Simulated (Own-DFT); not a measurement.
Simulation results for Si$_{4}$SnGe$_{11}$ (diamond-structure random alloy, atoms displaced)

Computed with Own-DFT development build. A calculation, not a measurement: plane-wave density functional theory by an unreviewed code, no spin, of a simulated periodic cell, stress positive in tension, run twice, with PBE and with PBEsol, both on files made for PBE, so the change isn't that of files made for PBEsol, forces on such cells moved up to 12 meV/angstrom on a denser k mesh; the far tail of each file's local potential was reset to the Coulomb form; each entry is a single point on an unrelaxed cell, so the pressure reflects the starting lattice, mostly measured values (interpolated for alloys), from which strain is counted, and rises with the displacements; printed positions are rounded, which can move forces by about a meV/angstrom; the program, named Own-DFT, is a retired in-house code; no spin-orbit coupling; stress was not checked against mesh or cutoff.

## Si$_{4}$SnGe$_{11}$ (diamond-structure random alloy, atoms displaced)

```
Si4SnGe11
1.0
     11.3064     0.0000     0.0000
      0.0000    11.3064     0.0000
      0.0000     0.0000    11.3064
Ge Si Sn Ge Si Ge Si Ge Sn Ge Si Ge Si Ge Sn Si Ge Si Ge Si Ge Si Ge Si Sn
1 2 1 2 2 3 1 6 1 2 4 6 1 5 1 1 6 2 3 1 7 1 3 1 1
Direct
  0.00155 0.99525 0.00811
  0.99871 0.24318 0.24419
  0.25141 0.99579 0.25316
  0.24929 0.25451 0.00603
  0.11832 0.11891 0.13600
  0.11572 0.37928 0.37136
  0.37289 0.11756 0.37476
  0.36913 0.36498 0.12985
  0.00563 0.01442 0.49843
  0.99999 0.24347 0.74441
  0.25569 0.99673 0.75494
  0.24177 0.24443 0.49724
  0.13246 0.12845 0.63553
  0.12680 0.36616 0.86452
  0.38114 0.11954 0.88194
  0.36904 0.37208 0.60877
  0.99433 0.50697 0.99480
  0.99535 0.74971 0.24581
  0.24304 0.50096 0.24665
  0.23975 0.76238 0.99552
  0.12715 0.63602 0.13147
  0.12052 0.86769 0.38058
  0.37656 0.62764 0.37769
  0.38019 0.88353 0.11555
  0.00103 0.50371 0.50146
  0.00057 0.74531 0.74267
  0.25637 0.50478 0.75140
  0.24666 0.74828 0.50027
  0.13464 0.62677 0.62366
  0.12939 0.87242 0.87088
  0.39180 0.61173 0.87783
  0.37560 0.87794 0.62113
  0.49399 0.99185 0.01044
  0.50798 0.24157 0.25549
  0.73837 0.00582 0.25244
  0.74855 0.25795 0.00679
  0.61654 0.12448 0.11907
  0.62010 0.37053 0.37190
  0.87680 0.11488 0.38725
  0.87190 0.37188 0.12843
  0.48696 0.99408 0.49584
  0.49680 0.25988 0.74187
  0.74141 0.00593 0.75573
  0.75042 0.23741 0.49890
  0.62694 0.11356 0.62534
  0.61835 0.38406 0.88135
  0.87568 0.12288 0.88070
  0.87660 0.36017 0.62512
  0.49629 0.50762 0.00879
  0.50480 0.74362 0.24531
  0.75490 0.50819 0.24244
  0.74897 0.74081 0.98518
  0.61104 0.62441 0.12322
  0.63190 0.87494 0.38176
  0.89132 0.61917 0.37231
  0.87719 0.87290 0.12871
  0.49130 0.50102 0.49984
  0.50805 0.75100 0.76035
  0.74248 0.51213 0.77642
  0.75405 0.75806 0.51357
  0.62498 0.62159 0.62913
  0.63883 0.88951 0.86807
  0.87121 0.62579 0.87007
  0.87867 0.87335 0.62592
```

| Item | Value |
| --- | --- |
| functional | PBE, then PBEsol |
| potential files | PseudoDojo norm-conserving, scalar-relativistic, standard set |
| wave cutoff | 49 hartree |
| occupations | Fermi-Dirac |
| smearing width | 0.1 eV |
| k mesh | 3 x 3 x 3 centred on Gamma |
| PBE pressure | 4.9 GPa |
| PBE stress xx | -4.85 GPa |
| PBE stress yy | -4.95 GPa |
| PBE stress zz | -4.91 GPa |
| PBE stress yz | 0.85 GPa |
| PBE stress xz | -1.13 GPa |
| PBE stress xy | -0.31 GPa |
| PBEsol pressure | 2.23 GPa |
| PBEsol stress xx | -2.19 GPa |
| PBEsol stress yy | -2.26 GPa |
| PBEsol stress zz | -2.22 GPa |
| PBEsol stress yz | 0.79 GPa |
| PBEsol stress xz | -1.08 GPa |
| PBEsol stress xy | -0.31 GPa |
| rms change of force components from PBE to PBEsol | 0.058 eV/Å |

Force:
| force element | PBE force x (eV/Å) | PBE force y (eV/Å) | PBE force z (eV/Å) | PBEsol force x (eV/Å) | PBEsol force y (eV/Å) | PBEsol force z (eV/Å) |
| --- | --- | --- | --- | --- | --- | --- |
| Ge | -0.172 | 0.162 | -1.133 | -0.143 | 0.129 | -1.053 |
| Si | -1.188 | 0.368 | 1.851 | -1.138 | 0.393 | 1.778 |
| Si | -0.058 | -0.627 | 0.16 | -0.103 | -0.593 | 0.116 |
| Sn | -1.01 | -1.947 | -0.822 | -1.036 | -1.948 | -0.87 |
| Ge | 0.773 | -0.493 | 0.022 | 0.75 | -0.494 | -0.053 |
| Ge | -0.979 | -1.911 | 1.261 | -0.916 | -1.822 | 1.185 |
| Si | -0.775 | 0.853 | -0.214 | -0.67 | 0.844 | -0.201 |
| Si | 3.16 | 1.484 | 1.221 | 3.107 | 1.46 | 1.203 |
| Ge | 1.532 | -1.368 | 0.428 | 1.498 | -1.345 | 0.493 |
| Ge | -0.527 | -0.258 | 1.328 | -0.467 | -0.218 | 1.241 |
| Ge | 0.496 | 0.079 | -0.637 | 0.439 | 0.11 | -0.578 |
| Si | 0.426 | 0.165 | -0.872 | 0.382 | 0.199 | -0.815 |
| Ge | 0.432 | -0.633 | -0.883 | 0.37 | -0.635 | -0.817 |
| Ge | -1.052 | 2.008 | -0.182 | -1.011 | 1.94 | -0.18 |
| Ge | 0.347 | 0.379 | -1.011 | 0.32 | 0.35 | -0.977 |
| Ge | -0.809 | -0.007 | 0.972 | -0.729 | 0.039 | 0.984 |
| Ge | 0.67 | -0.642 | 0.223 | 0.667 | -0.652 | 0.253 |
| Ge | 0.834 | 0.631 | 1.177 | 0.783 | 0.576 | 1.115 |
| Sn | 1.913 | -0.144 | 0.756 | 1.773 | -0.126 | 0.745 |
| Ge | 2.52 | -1.677 | 1.091 | 2.391 | -1.626 | 1.035 |
| Ge | -1.298 | 0.662 | -2.481 | -1.274 | 0.646 | -2.4 |
| Si | 0.233 | 0.972 | -0.858 | 0.194 | 0.913 | -0.809 |
| Si | 0.074 | 0.527 | -0.138 | 0.073 | 0.511 | -0.132 |
| Si | -2.565 | -2.474 | 2.696 | -2.484 | -2.457 | 2.602 |
| Si | 0.241 | -1.166 | 0.909 | 0.243 | -1.136 | 0.883 |
| Ge | 1.168 | -1.209 | 1.944 | 1.168 | -1.132 | 1.855 |
| Ge | -0.017 | -1.1 | -0.412 | -0.015 | -1.07 | -0.407 |
| Ge | 1.187 | 0.972 | -0.449 | 1.111 | 0.901 | -0.387 |
| Ge | -0.974 | -0.943 | 0.225 | -0.908 | -0.873 | 0.242 |
| Ge | -1.819 | 0.812 | -0.714 | -1.737 | 0.776 | -0.675 |
| Ge | -2.255 | 2.483 | -0.775 | -2.163 | 2.39 | -0.754 |
| Si | -0.492 | -1.317 | 1.148 | -0.482 | -1.288 | 1.124 |
| Ge | 2.385 | 1.263 | -2.525 | 2.377 | 1.321 | -2.516 |
| Ge | -3.278 | -1.428 | -1.74 | -3.122 | -1.384 | -1.698 |
| Ge | 1.484 | -0.21 | 0.062 | 1.404 | -0.235 | 0.05 |
| Ge | -0.546 | -0.823 | -1.53 | -0.525 | -0.794 | -1.416 |
| Ge | 0.78 | 0.128 | 0.111 | 0.756 | 0.121 | 0.136 |
| Sn | 2.199 | 2.172 | 0.845 | 2.097 | 2.056 | 0.845 |
| Si | -0.655 | 1.493 | -2.649 | -0.673 | 1.438 | -2.561 |
| Ge | 0.863 | 0.887 | 0.232 | 0.82 | 0.85 | 0.155 |
| Ge | 1.189 | 0.273 | 0.18 | 1.236 | 0.265 | 0.175 |
| Ge | 0.659 | -0.753 | 0.668 | 0.601 | -0.757 | 0.619 |
| Ge | 2.861 | 1.726 | -0.768 | 2.716 | 1.632 | -0.773 |
| Ge | 0.458 | -0.153 | 0.572 | 0.412 | -0.126 | 0.602 |
| Ge | -1.526 | 1.258 | -0.651 | -1.458 | 1.219 | -0.629 |
| Si | 0.11 | -0.43 | 0.047 | 0.055 | -0.465 | 0.092 |
| Si | -0.182 | 0.415 | 0.143 | -0.177 | 0.403 | 0.14 |
| Ge | -0.909 | 2.194 | 0.024 | -0.862 | 2.045 | 0.023 |
| Ge | -0.195 | -3.57 | 0.633 | -0.189 | -3.375 | 0.602 |
| Ge | -1.371 | 1.989 | 1.428 | -1.269 | 1.912 | 1.362 |
| Si | -0.146 | -0.109 | 0.341 | -0.136 | -0.106 | 0.323 |
| Ge | -0.269 | 1.233 | 1.451 | -0.307 | 1.245 | 1.426 |
| Ge | 3.135 | 0.117 | -0.084 | 2.986 | 0.133 | -0.112 |
| Ge | -1.008 | -0.512 | -0.487 | -0.971 | -0.484 | -0.475 |
| Ge | -2.021 | 0.534 | 0.344 | -1.94 | 0.584 | 0.293 |
| Ge | -1.85 | 0.083 | -0.548 | -1.758 | 0.074 | -0.531 |
| Ge | 0.376 | 0.984 | 0.278 | 0.38 | 0.904 | 0.31 |
| Ge | -0.483 | 0.704 | -1.116 | -0.435 | 0.65 | -1.06 |
| Si | -0.257 | -1.759 | -2.307 | -0.295 | -1.717 | -2.337 |
| Ge | -1.918 | -3.313 | -2.879 | -1.879 | -3.188 | -2.789 |
| Ge | 0.233 | -0.015 | 0.252 | 0.201 | 0.028 | 0.232 |
| Ge | -2.57 | -2.548 | 2.749 | -2.485 | -2.492 | 2.65 |
| Si | 1.494 | 0.278 | 0.118 | 1.543 | 0.345 | 0.17 |
| Sn | 0.939 | 3.25 | 0.978 | 0.904 | 3.136 | 0.949 |
